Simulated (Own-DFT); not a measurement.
InAs (zincblende, strongly disordered by large displacements), GaP (zincblende, strongly disordered by large displacements) (calculated)

Computed with Own-DFT development build. A calculation, not a measurement: plane-wave PBE density functional theory by an unreviewed code, no spin, of a simulated periodic cell, stress positive in tension, free energy of the whole cell less one offset for each atom, forces on such cells passed a denser k mesh, this cell's mesh not checked; broken bonds can close the gap or carry spin, so checks made on this kind of crystal may not hold here; offsets are fitted by least squares, one for each functional and potential file, so energies compare only between cells with the same atoms and settings and are not formation energies; the far tail of each file's local potential was reset to the Coulomb form; each entry is a single point on an unrelaxed cell, so the pressure reflects the starting lattice, mostly measured values (interpolated for alloys), from which strain is counted, and rises with the displacements; printed positions are rounded, which can move forces by about a meV/angstrom; the program, named Own-DFT, is a retired in-house code; no spin-orbit coupling.

Common to all runs: functional PBE; potential files PseudoDojo norm-conserving, scalar-relativistic, standard set; wave cutoff 42 hartree; occupations Fermi-Dirac; smearing width 0.1 eV; k mesh 3 x 3 x 3 centred on Gamma.

(1) InAs (zincblende, strongly disordered by large displacements)

```
CELL_PARAMETERS angstrom
12.11660 0.00000 0.00000
0.00000 12.11660 0.00000
0.00000 0.00000 12.11660
ATOMIC_POSITIONS crystal
In 0.98838 0.98401 0.98703
In 0.98908 0.24718 0.26307
In 0.26942 0.99652 0.26391
In 0.28251 0.22217 0.99563
As 0.16000 0.13106 0.12811
As 0.14247 0.38830 0.37284
As 0.37721 0.12822 0.37506
As 0.35881 0.36329 0.11109
In 0.00480 0.00288 0.52236
In 0.00144 0.23129 0.76240
In 0.25227 0.01211 0.75265
In 0.23223 0.26360 0.51982
As 0.13689 0.09246 0.60400
As 0.13418 0.38397 0.86549
As 0.37199 0.13469 0.83703
As 0.35844 0.37901 0.60804
In 0.98398 0.50407 0.98891
In 0.96805 0.75143 0.24657
In 0.23633 0.51494 0.24840
In 0.25058 0.73803 0.99364
As 0.12867 0.65111 0.13549
As 0.11616 0.88758 0.37732
As 0.38199 0.59414 0.37492
As 0.39446 0.87312 0.12730
In 0.97674 0.49308 0.50262
In 0.99931 0.72624 0.73839
In 0.26854 0.50053 0.77163
In 0.23601 0.73716 0.51714
As 0.13839 0.61135 0.63648
As 0.12845 0.85054 0.88356
As 0.35472 0.64658 0.87660
As 0.36252 0.87601 0.59675
In 0.48851 0.02010 0.99265
In 0.48433 0.26739 0.28265
In 0.73592 0.02554 0.24275
In 0.73614 0.28468 0.99719
As 0.63751 0.13094 0.11763
As 0.61767 0.40209 0.39838
As 0.89559 0.11528 0.36481
As 0.85187 0.38347 0.10562
In 0.49177 0.00071 0.51368
In 0.52244 0.23876 0.75076
In 0.74597 0.97200 0.75063
In 0.72836 0.22552 0.50917
As 0.64470 0.13307 0.63800
As 0.61538 0.39789 0.90679
As 0.87369 0.12208 0.88046
As 0.89882 0.37031 0.61710
In 0.50437 0.50618 0.99281
In 0.50920 0.76104 0.25838
In 0.79701 0.48693 0.24135
In 0.75317 0.78368 0.97187
As 0.62878 0.65585 0.13868
As 0.63298 0.87022 0.37797
As 0.87926 0.62982 0.34387
As 0.87596 0.87926 0.09042
In 0.51103 0.50949 0.50237
In 0.49550 0.73602 0.75688
In 0.71068 0.47099 0.76480
In 0.72801 0.77042 0.49265
As 0.61509 0.65276 0.62930
As 0.61892 0.85926 0.86390
As 0.88961 0.60652 0.88043
As 0.85470 0.86405 0.62107
```

| Property | Result |
| --- | --- |
| hardware | one NVIDIA H200 |
| free energy of cell above offsets | 3.271 eV |
| pressure | 9.79 GPa |
| stress xx | -9.48 GPa |
| stress yy | -9.4 GPa |
| stress zz | -10.48 GPa |
| stress yz | 1.32 GPa |
| stress xz | 0.97 GPa |
| stress xy | -1.36 GPa |
| wall time | 1180 s |

Force:
```
element  x (eV/Å)  y (eV/Å)  z (eV/Å)
     In     4.419     2.721    -1.392
     In     2.849      2.72    -2.418
     In    -0.957    -0.904     -1.27
     In    -1.675     0.827    -0.961
     As    -2.512     -1.17     0.659
     As    -2.762    -1.298      0.77
     As    -0.348    -0.128     2.483
     As     1.825     2.449     1.727
     In    -5.059    -3.652    -3.136
     In      1.44     0.938    -1.205
     In    -1.686    -4.198    -0.802
     In    -1.122    -2.105    -1.882
     As     3.315     4.596     3.283
     As    -1.192    -1.969     1.726
     As     2.083     0.449     1.757
     As     3.261     1.636     2.695
     In     5.521    -3.683     4.423
     In     4.241     5.224    -3.478
     In     1.092    -0.161    -1.404
     In    -1.487      2.91     4.991
     As    -1.319    -0.918    -0.368
     As    -0.151    -1.481     -0.28
     As    -0.832     2.977    -0.695
     As    -1.444     0.561    -0.854
     In     3.143     3.426    -3.112
     In    -0.295     0.802     0.572
     In    -0.097    -0.968    -1.969
     In     0.252     0.311    -2.839
     As    -1.348    -1.408    -0.301
     As    -1.202     2.378     -2.24
     As     4.641    -3.083    -2.189
     As     0.085    -0.501     2.984
     In     0.641    -0.769     0.127
     In     1.178     1.486    -1.996
     In     2.281    -2.676     1.744
     In     0.337    -5.681    -0.312
     As    -2.742     2.351    -1.804
     As     4.368    -4.276    -3.656
     As    -2.879    -1.945     2.255
     As     5.467    -2.314    -1.098
     In     1.589     1.266    -1.231
     In    -1.128     2.938      0.05
     In     0.162     2.124     0.622
     In      4.21     4.698    -5.386
     As    -2.244    -5.207     3.196
     As    -0.683    -4.768    -3.216
     As    -1.759     0.167    -0.135
     As    -3.819     -3.57     3.231
     In    -5.286     5.289     5.169
     In    -1.809    -1.111     0.902
     In    -4.768     2.587     3.448
     In     1.153    -4.215     1.739
     As     1.839     -2.24    -2.283
     As    -2.964     5.403    -3.444
     As    -2.631    -2.662     6.453
     As    -1.901     -1.13     5.221
     In    -2.394     2.151      3.89
     In    -2.276     1.772    -0.248
     In     4.153     3.044    -4.546
     In     3.397     -4.24     2.616
     As     1.671    -3.045    -0.999
     As    -3.192     2.669    -0.474
     As    -5.692     4.796    -4.982
     As     3.046     -0.19    -0.129
```

(2) GaP (zincblende, strongly disordered by large displacements)

```
CELL_PARAMETERS angstrom
10.90100 0.00000 0.00000
0.00000 10.90100 0.00000
0.00000 0.00000 10.90100
ATOMIC_POSITIONS crystal
Ga 0.98513 0.98000 0.99673
Ga 0.03978 0.23734 0.31976
Ga 0.21316 0.03498 0.25365
Ga 0.28465 0.28163 0.98017
P 0.09573 0.12583 0.02703
P 0.22671 0.33866 0.31831
P 0.38084 0.08961 0.36682
P 0.39567 0.35823 0.09963
Ga 0.00542 0.97154 0.54023
Ga 0.05592 0.23856 0.78587
Ga 0.29023 0.01426 0.71924
Ga 0.27699 0.29421 0.49064
P 0.15296 0.09469 0.60308
P 0.16517 0.35233 0.86917
P 0.40650 0.11948 0.83804
P 0.40786 0.37709 0.64605
Ga 0.95960 0.56451 0.01073
Ga 0.94915 0.78818 0.29014
Ga 0.22875 0.49351 0.22442
Ga 0.28452 0.78008 0.98967
P 0.12613 0.61838 0.05729
P 0.13692 0.88837 0.35987
P 0.38333 0.59182 0.41334
P 0.35578 0.86578 0.12915
Ga 0.01248 0.50076 0.48918
Ga 0.98884 0.75178 0.76625
Ga 0.16647 0.49624 0.72945
Ga 0.25972 0.75488 0.49084
P 0.12726 0.65533 0.64605
P 0.12474 0.87301 0.91798
P 0.34203 0.61412 0.94556
P 0.41583 0.88775 0.59674
Ga 0.50195 0.00161 0.01105
Ga 0.49516 0.27764 0.22481
Ga 0.76296 0.94743 0.27833
Ga 0.68800 0.20392 0.94438
P 0.63886 0.15304 0.11111
P 0.56620 0.32049 0.38580
P 0.87150 0.11948 0.40106
P 0.82306 0.36323 0.15441
Ga 0.55392 0.02092 0.56698
Ga 0.54556 0.22700 0.80011
Ga 0.74853 0.99877 0.76982
Ga 0.74476 0.22449 0.55831
P 0.65672 0.12252 0.67465
P 0.58845 0.38535 0.87683
P 0.88050 0.09968 0.83778
P 0.89511 0.32554 0.65991
Ga 0.51837 0.46910 0.02825
Ga 0.50002 0.74729 0.24104
Ga 0.73492 0.49360 0.24378
Ga 0.72189 0.78508 0.98870
P 0.60505 0.59251 0.12855
P 0.62242 0.90128 0.43641
P 0.83438 0.62565 0.36759
P 0.88586 0.83566 0.10050
Ga 0.52209 0.53325 0.50926
Ga 0.50667 0.76918 0.75809
Ga 0.74742 0.43174 0.70992
Ga 0.74518 0.76132 0.51415
P 0.66778 0.63788 0.64584
P 0.63551 0.90944 0.88932
P 0.85620 0.63545 0.79403
P 0.85829 0.89100 0.60854
```

| Quantity | Value |
| --- | --- |
| hardware | one NVIDIA H100 |
| free energy of cell above offsets | 32.913 eV |
| pressure | 17.63 GPa |
| stress xx | -17.86 GPa |
| stress yy | -18.52 GPa |
| stress zz | -16.52 GPa |
| stress yz | 0.12 GPa |
| stress xz | -4.15 GPa |
| stress xy | -3.83 GPa |
| wall time | 708.8 s |

Force:
```
element  x (eV/Å)  y (eV/Å)  z (eV/Å)
     Ga    -4.332    -0.668    -0.275
     Ga    -1.425    -0.149    -0.724
     Ga     0.918     1.501    -2.605
     Ga     0.888    -6.729    -0.344
      P     4.017     4.256      2.79
      P    -2.156    -4.297    -0.828
      P     0.665     1.658     0.282
      P    -5.066     1.954     2.745
     Ga     3.755     2.631    -3.719
     Ga    -4.174    -5.796    -3.745
     Ga    -0.481    -1.981     0.256
     Ga     2.143    -2.106     4.836
      P    -0.833     3.209     0.222
      P    -2.028     6.722    -0.798
      P     -4.69    -2.657     4.689
      P    -0.631      0.23    -0.561
     Ga    -6.032    -2.452    -1.753
     Ga     1.287    -0.773     0.725
     Ga     0.236     5.718    -3.385
     Ga    -2.871     1.064    -2.848
      P         6      0.95     2.668
      P    -2.443    -2.879     2.144
      P    -5.587     3.435     -5.41
      P     3.228     4.978     5.593
     Ga    -0.528    -0.234    -0.184
     Ga     4.505       5.3    -0.615
     Ga     2.858    -2.927     1.643
     Ga     0.523    -0.198    -0.121
      P    -0.296     3.532    -3.472
      P     0.658    -0.814    -4.163
      P     1.695    -5.488    -3.039
      P    -2.737    -2.495     1.153
     Ga    -1.713     1.207     1.317
     Ga     1.522    -5.703     0.247
     Ga     0.157     1.686    -0.414
     Ga     5.256     1.472    -2.092
      P    -1.644    -3.212     5.959
      P     3.175     2.661     6.206
      P     0.614    -0.345    -0.254
      P     4.158    -3.943      -3.2
     Ga    -3.671     0.473    -2.642
     Ga    -1.251     0.566    -5.212
     Ga     1.857    -6.101      -2.5
     Ga     3.732     3.548    -6.705
      P    -2.939     2.809     2.291
      P     4.646     3.978    -2.419
      P     5.143     4.177     4.367
      P     3.348    -0.299     -1.53
     Ga    -0.614     2.817    -2.959
     Ga    -0.751    -0.453      1.24
     Ga    -1.932      2.37     3.153
     Ga     2.469    -5.875     2.692
      P      2.59     6.334     1.942
      P    -0.075    -2.174    -5.078
      P     1.375      0.66     1.395
      P    -0.716     0.102     0.897
     Ga     4.768    -3.274     3.738
     Ga     0.081    -0.874     0.386
     Ga    -2.843     3.293      1.93
     Ga     0.694    -1.502    -2.111
      P    -2.133    -2.092     1.656
      P    -4.964     -0.22    -1.634
      P    -5.348    -4.543     3.807
      P    -2.051    -2.039     4.371
```

(3) GaP (zincblende, strongly disordered by large displacements)

```
CELL_PARAMETERS angstrom
10.90100 0.00000 0.00000
0.00000 10.90100 0.00000
0.00000 0.00000 10.90100
ATOMIC_POSITIONS crystal
Ga 0.01203 0.01782 0.02537
Ga 0.00437 0.21246 0.27255
Ga 0.28672 0.00559 0.15079
Ga 0.22823 0.26263 0.02493
P 0.10326 0.14492 0.14009
P 0.13733 0.35877 0.35512
P 0.34028 0.13658 0.36360
P 0.38885 0.36930 0.11930
Ga 0.01548 0.99509 0.55307
Ga 0.95192 0.25186 0.73869
Ga 0.26082 0.98567 0.74695
Ga 0.26965 0.29728 0.46289
P 0.14055 0.09051 0.63188
P 0.12563 0.37895 0.86939
P 0.37023 0.14609 0.87347
P 0.35570 0.37686 0.65615
Ga 0.02487 0.52772 0.00213
Ga 0.02497 0.75588 0.24785
Ga 0.23158 0.46782 0.23994
Ga 0.29511 0.77502 0.98961
P 0.12003 0.63458 0.15765
P 0.10674 0.87784 0.36143
P 0.38708 0.62473 0.39527
P 0.42580 0.89532 0.14676
Ga 0.03749 0.51658 0.51102
Ga 0.98308 0.72693 0.70640
Ga 0.27322 0.52738 0.75475
Ga 0.28433 0.74865 0.47254
P 0.15488 0.61464 0.60316
P 0.03688 0.83423 0.87287
P 0.31592 0.62446 0.89589
P 0.37576 0.81749 0.61035
Ga 0.50656 0.04818 0.98418
Ga 0.52547 0.24111 0.22689
Ga 0.70286 0.98017 0.26558
Ga 0.68465 0.23489 0.98713
P 0.62855 0.11749 0.10460
P 0.67878 0.38925 0.37516
P 0.88303 0.13953 0.37934
P 0.78052 0.32612 0.11045
Ga 0.50384 0.99078 0.49074
Ga 0.45503 0.22416 0.73709
Ga 0.78929 0.97431 0.74695
Ga 0.73317 0.26210 0.48812
P 0.67591 0.08896 0.63387
P 0.64313 0.38938 0.90981
P 0.90844 0.07457 0.89560
P 0.79550 0.42725 0.61622
Ga 0.49383 0.43661 0.99561
Ga 0.56341 0.72950 0.28839
Ga 0.74607 0.48784 0.20272
Ga 0.72333 0.73341 0.06398
P 0.61979 0.60748 0.17084
P 0.61648 0.87277 0.37614
P 0.88648 0.64555 0.38878
P 0.88847 0.83809 0.10908
Ga 0.53330 0.50055 0.48080
Ga 0.43941 0.73797 0.75702
Ga 0.73720 0.51792 0.75858
Ga 0.75043 0.73903 0.48483
P 0.54957 0.65626 0.62484
P 0.63758 0.89426 0.93003
P 0.85599 0.57241 0.90246
P 0.91117 0.87546 0.62966
```

| Item | Value |
| --- | --- |
| hardware | one NVIDIA H100 |
| free energy of cell above offsets | 39.661 eV |
| pressure | 19.86 GPa |
| stress xx | -16.08 GPa |
| stress yy | -21.55 GPa |
| stress zz | -21.96 GPa |
| stress yz | -1.76 GPa |
| stress xz | 0.15 GPa |
| stress xy | 0.76 GPa |
| wall time | 611.1 s |

Force:
```
element  x (eV/Å)  y (eV/Å)  z (eV/Å)
     Ga     2.125    -4.657     3.615
     Ga     0.219     5.088      0.62
     Ga    -5.985     4.259     1.942
     Ga     0.299     0.722    -2.056
      P      5.27    -2.102    -3.441
      P    -7.374     0.433     0.839
      P      2.68    -1.895    -0.518
      P    -5.036     -2.47     5.734
     Ga    -0.433     1.035    -8.227
     Ga     0.735    -0.013     0.551
     Ga     0.741    -1.481     1.211
     Ga     4.125    -1.792     5.185
      P      3.91      6.61     1.989
      P     -0.54     0.254     0.339
      P    -4.415    -3.224     4.659
      P     1.022      -0.6    -3.596
     Ga     1.152    -1.035    -0.156
     Ga    -5.622      1.53     1.623
     Ga      3.21     4.389    -2.668
     Ga    -1.699      5.88     3.927
      P     4.413    -5.042    -4.346
      P     3.616      3.06     3.459
      P     3.207    -5.219    -5.419
      P     4.194    -4.965    -1.428
     Ga    -5.707    -3.703    -4.333
     Ga     2.701    -5.662     2.237
     Ga    -3.562    -3.697    -4.243
     Ga     -8.76     2.571    -2.753
      P     2.976     3.956     3.607
      P     1.784     1.049     2.069
      P     4.112    -1.734     2.796
      P     1.106      8.31     0.056
     Ga    -2.929    -3.662    -2.011
     Ga    -1.207     1.055     2.804
     Ga     6.111     4.931    -5.468
     Ga     2.835    -3.519    -6.688
      P     0.713    -4.849      7.99
      P    -4.104     3.557    -4.273
      P    -5.343    -4.147     4.911
      P     6.412     1.013     3.548
     Ga    -1.799     1.964         2
     Ga     4.751     1.877    -4.512
     Ga    -0.964    -0.591     3.978
     Ga     2.756    -5.724     4.841
      P    -3.706     2.656    -2.155
      P      2.02     4.304    -6.707
      P    -5.275     3.923    -6.618
      P     4.219    -3.913    -4.911
     Ga    -1.081     5.349    -2.657
     Ga     -5.92    -2.313      0.68
     Ga     5.447    -1.799     2.994
     Ga     0.681     1.167    -3.375
      P    -4.828    -0.541    -5.302
      P     0.001     0.712      7.48
      P     2.294    -2.848    -2.028
      P     0.871     2.242     0.964
     Ga    -0.755    -0.599     1.118
     Ga     1.691    -1.192     8.528
     Ga    -3.443     2.561      2.88
     Ga    -1.615     1.775     2.776
      P     4.682    -1.669      -1.7
      P     0.365    -1.431    -2.139
      P    -0.188     2.646      1.12
      P    -7.157    -2.785    -1.338
```

(4) GaP (zincblende, strongly disordered by large displacements)

```
CELL_PARAMETERS angstrom
10.90100 0.00000 0.00000
0.00000 10.90100 0.00000
0.00000 0.00000 10.90100
ATOMIC_POSITIONS crystal
Ga 0.98898 0.00083 0.96994
Ga 0.01612 0.26532 0.20412
Ga 0.19969 0.01658 0.24800
Ga 0.23989 0.24686 0.00079
P 0.14889 0.15975 0.14483
P 0.13183 0.36461 0.35231
P 0.40424 0.11823 0.34718
P 0.43690 0.40076 0.11268
Ga 0.94974 0.94978 0.47207
Ga 0.02439 0.26689 0.71798
Ga 0.24880 0.00683 0.76958
Ga 0.23522 0.27917 0.47339
P 0.09914 0.07607 0.63033
P 0.20487 0.36385 0.86761
P 0.39632 0.12147 0.89315
P 0.42594 0.37473 0.66365
Ga 0.98785 0.44757 0.97542
Ga 0.98900 0.70637 0.24723
Ga 0.24189 0.48669 0.22271
Ga 0.27752 0.72187 0.01132
P 0.08351 0.64963 0.08866
P 0.16143 0.86143 0.33234
P 0.29809 0.64064 0.38404
P 0.40262 0.86068 0.12902
Ga 0.99992 0.49974 0.49451
Ga 0.99256 0.70767 0.77716
Ga 0.23912 0.52126 0.74723
Ga 0.27411 0.74122 0.53263
P 0.12739 0.64151 0.63766
P 0.11930 0.82339 0.83366
P 0.37762 0.60181 0.85062
P 0.31825 0.93389 0.61957
Ga 0.52236 0.98040 0.96073
Ga 0.49353 0.22895 0.23976
Ga 0.75688 0.02065 0.26309
Ga 0.76578 0.28383 0.97025
P 0.63865 0.14041 0.09628
P 0.57353 0.36062 0.40558
P 0.84793 0.12846 0.39248
P 0.85895 0.35707 0.20279
Ga 0.47791 0.05110 0.49605
Ga 0.48197 0.19841 0.71294
Ga 0.77024 0.00686 0.73081
Ga 0.73049 0.23076 0.48408
P 0.69103 0.09256 0.59432
P 0.61657 0.38155 0.94137
P 0.88984 0.15057 0.88871
P 0.83189 0.36753 0.57875
Ga 0.49879 0.52195 0.99381
Ga 0.52150 0.77693 0.23626
Ga 0.77982 0.52931 0.26650
Ga 0.80619 0.74797 0.03704
P 0.65091 0.58625 0.15298
P 0.62399 0.90255 0.35085
P 0.92421 0.65635 0.45769
P 0.86843 0.94785 0.09368
Ga 0.49584 0.46773 0.52727
Ga 0.52908 0.75939 0.78281
Ga 0.73947 0.49190 0.75860
Ga 0.79338 0.76217 0.52353
P 0.59337 0.59887 0.70078
P 0.63274 0.86644 0.88018
P 0.91086 0.54639 0.84520
P 0.86123 0.88860 0.62891
```

| Quantity | Value |
| --- | --- |
| hardware | one NVIDIA H100 |
| free energy of cell above offsets | 36.339 eV |
| pressure | 18.08 GPa |
| stress xx | -14.59 GPa |
| stress yy | -20.44 GPa |
| stress zz | -19.2 GPa |
| stress yz | 2.81 GPa |
| stress xz | 0.32 GPa |
| stress xy | 4.37 GPa |
| wall time | 580.8 s |

Force:
```
element  x (eV/Å)  y (eV/Å)  z (eV/Å)
     Ga     5.545    -0.447    -3.053
     Ga    -0.939     0.835     2.698
     Ga     3.631     0.455     0.434
     Ga     4.038    -1.929     1.768
      P     1.377    -1.689    -3.764
      P    -4.196     3.706    -1.961
      P    -8.057    -1.376    -0.943
      P    -4.854    -4.386     5.007
     Ga     3.572     2.087    -3.197
     Ga    -0.707     -0.48     0.275
     Ga    -2.473     2.082     5.215
     Ga     4.408    -4.259     4.831
      P     0.159     1.548    -0.822
      P    -4.058     2.323    -3.577
      P    -1.964     0.542    -0.538
      P    -5.275      -0.8     3.848
     Ga     3.667    -2.876     5.037
     Ga    -0.528     1.784     2.385
     Ga     1.022     1.268    -0.835
     Ga    -0.497     0.475    -0.433
      P     1.584    -2.636    -1.899
      P    -3.027    -4.742     3.281
      P     2.702    -3.248    -4.811
      P    -4.673     3.134    -4.572
     Ga     2.993    -7.166     1.684
     Ga    -3.762    -0.471    -2.105
     Ga    -0.309    -2.015    -1.313
     Ga    -0.091     3.941     3.615
      P    -1.073    -1.013    -1.646
      P     4.459     5.499     3.838
      P     2.277     3.761      2.25
      P     4.091    -3.036    -6.065
     Ga    -3.277     3.777     5.348
     Ga      4.23      4.77    -4.599
     Ga    -1.105    -0.286    -3.561
     Ga     3.097    -2.284     3.045
      P    -0.136    -0.846     0.678
      P     3.863    -3.041    -5.105
      P     6.921    -1.778    -2.524
      P    -3.912     1.008    -2.042
     Ga     2.974    -3.547     5.729
     Ga     1.494    -2.521     0.578
     Ga    -0.528     1.164     9.228
     Ga    -3.669     6.835    -1.263
      P    -6.935    -1.073     -0.52
      P     -1.59     0.046    -3.959
      P     0.312     0.867    -3.532
      P     2.907     2.674     2.937
     Ga     0.865     5.345    -2.288
     Ga     3.236    -4.406     2.538
     Ga     3.341    -0.787     4.494
     Ga    -0.677    -0.775     0.038
      P    -4.053     4.117    -3.547
      P    -0.097    -1.151     2.995
      P      0.61     2.845    -5.603
      P    -3.674    -2.811       4.4
     Ga    -0.229     7.312    -0.989
     Ga    -5.229    -1.885    -2.764
     Ga     1.129    -2.732    -0.212
     Ga    -8.228    -1.733    -2.134
      P    -0.836    -0.406    -4.282
      P     8.808    -0.103     0.122
      P    -3.334     2.238    -2.549
      P     4.683    -1.702     4.712
```
